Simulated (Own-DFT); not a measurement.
# What random displacements cost in beta-Si3N4, 112 atoms (N64Si48)

Calculated results; nothing here was measured. The program, named Own-DFT, is a retired in-house plane-wave density functional code that no person has reviewed. Each row is one single-point run on a periodic cell that was not relaxed, without spin or spin-orbit coupling.

Settings of every run: PBE; PseudoDojo norm-conserving scalar-relativistic files; cutoff 42 hartree; 2 x 2 x 4 k mesh centred on Gamma; Fermi-Dirac smearing of 0.1 eV.

Known limits, some of them of some rows only: some atoms lie very close together; forces on such cells moved up to 12 meV/angstrom on a denser k mesh; stress not checked against mesh or cutoff.

Cell vectors in Å: (15.212, 0.000, 0.000); (-7.606, 13.174, 0.000); (0.000, 0.000, 5.818). In each run every atom was moved at random and independently from its ideal site; u is the rms move along one axis. E is the free energy for each atom above the fitted value at u = 0, and F the rms of the force components.

```
run,u (Å),E (meV/atom),F (eV/Å),largest force (eV/Å),P (GPa)
1,0.0193,18.5,0.796,3.77,5.46
2,0.0201,?,?,?,?
3,0.0206,24.2,0.913,3.24,5.61
4,0.0475,104.3,1.896,7.00,7.66
5,0.0495,123.6,2.108,8.90,8.52
6,0.0517,124.1,2.086,9.01,7.94
7,0.0973,558.2,5.671,30.13,20.63
8,0.1014,501.3,4.659,26.51,17.79
9,0.1018,527.8,4.807,20.87,19.55
10,0.1611,1210.2,8.681,39.41,36.43
```

## Worked fit

For small independent moves the energy grows as E = (3/2) K u², with K the mean stiffness felt by one atom. The runs with u up to 0.11 Å give K = 33.9 ± 1.4 eV/Å², with residuals divided by u² + 0.0006 Å², since the noise grows with the moves. The scatter is 12.3 meV/atom at u = 0.05 Å. The forces follow F = G u with G = 45.3 eV/Å²; no force at u = 0 is resolved. G exceeds K because the moves of its neighbours add to the force on an atom, and stiffness differs between atoms. At u = 0.161 Å the parabola gives 1321 meV/atom and the run 1210. The pressure follows P = 4.75 + 1440 u² GPa: at fixed volume, shortened bonds push harder than stretched ones pull.

## Withheld run

Question: what energy and rms force should run 2 give?

The fit gives 21 ± 4 meV/atom and about 0.91 eV/Å. The calculation gave 20.6 meV/atom and 0.848 eV/Å.
